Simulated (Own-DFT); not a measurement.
# Biaxial strain at fixed height in diamond-structure GeSn with randomly placed atoms, 64 atoms (Ge60Sn4)

The numbers are computed, not measured, by runs of the plane-wave DFT program Own-DFT (in-house, retired, unreviewed) at fixed positions, with no spin and no spin-orbit coupling.

Method: PBE; PseudoDojo norm-conserving scalar-relativistic files; cutoff 49 hartree; 3 x 3 x 3 k mesh centred on Gamma; Fermi-Dirac smearing of 0.1 eV.

Known weak points: forces on such cells moved up to 12 meV/angstrom on a denser k mesh; stress not checked against mesh or cutoff.

Unstrained cell vectors in Å: (11.420, 0.000, 0.000); (0.000, 11.420, 0.000); (0.000, 0.000, 11.420). The unstrained cell has measured lattice constants (interpolated for alloys), not those of this functional. That, the random moves and any unrelaxed bonds set the pressure at no strain. Each run strains x and y alike by e, as a substrate would, and holds the height along z. Each atom got a random Gaussian move of width 0.05 Å along each axis. The random placing of the alloy's atoms differs from row to row. Stress is positive in tension.

| e (%) | u (Å) | (s_xx + s_yy)/2 (GPa) | s_zz (GPa) |
|---|---|---|---|
| -2.50 | 0.050 | -9.71 | -8.11 |
| -1.50 | 0.052 | -7.67 | -6.65 |
| -1.25 | 0.048 | -7.08 | -6.29 |
| -0.75 | 0.048 | -6.00 | -5.61 |
| -0.50 | 0.052 | -5.73 | -5.51 |
| 0.25 | 0.048 | -4.42 | -4.58 |
| 1.00 | 0.052 | -3.26 | -3.77 |
| 1.25 | 0.051 | ? | ? |
| 2.25 | 0.053 | -1.36 | -2.54 |
| 2.75 | 0.051 | -0.57 | -2.02 |

## Analysis

With e as a fraction, the in-plane stress is -4.8 + 174 e - 802 e² GPa (errors 2 and 124, scatter 0.09), and s_zz is -4.8 + 115 e - 542 e² GPa (slope ± 2, scatter 0.08). At e = 0 the first slope is C11 + C12 and the second 2 C12, both with the ions held to the strained lattice and at the cell's own pressure. The term in e² is negative: the layer stiffens under compression and softens under tension. A free layer would change its height as e changes, and the in-plane slope would drop by 2 C12²/C11 to the biaxial modulus. At fixed height, a misfit of 1 % moves the in-plane stress by about 1.7 GPa and s_zz by 1.2 GPa.

## Prediction

Question: what are the two stresses at e = 1.25 %?

The fitted form gives -2.8 and -3.5 GPa. DFT gave -2.84 and -3.65 GPa.
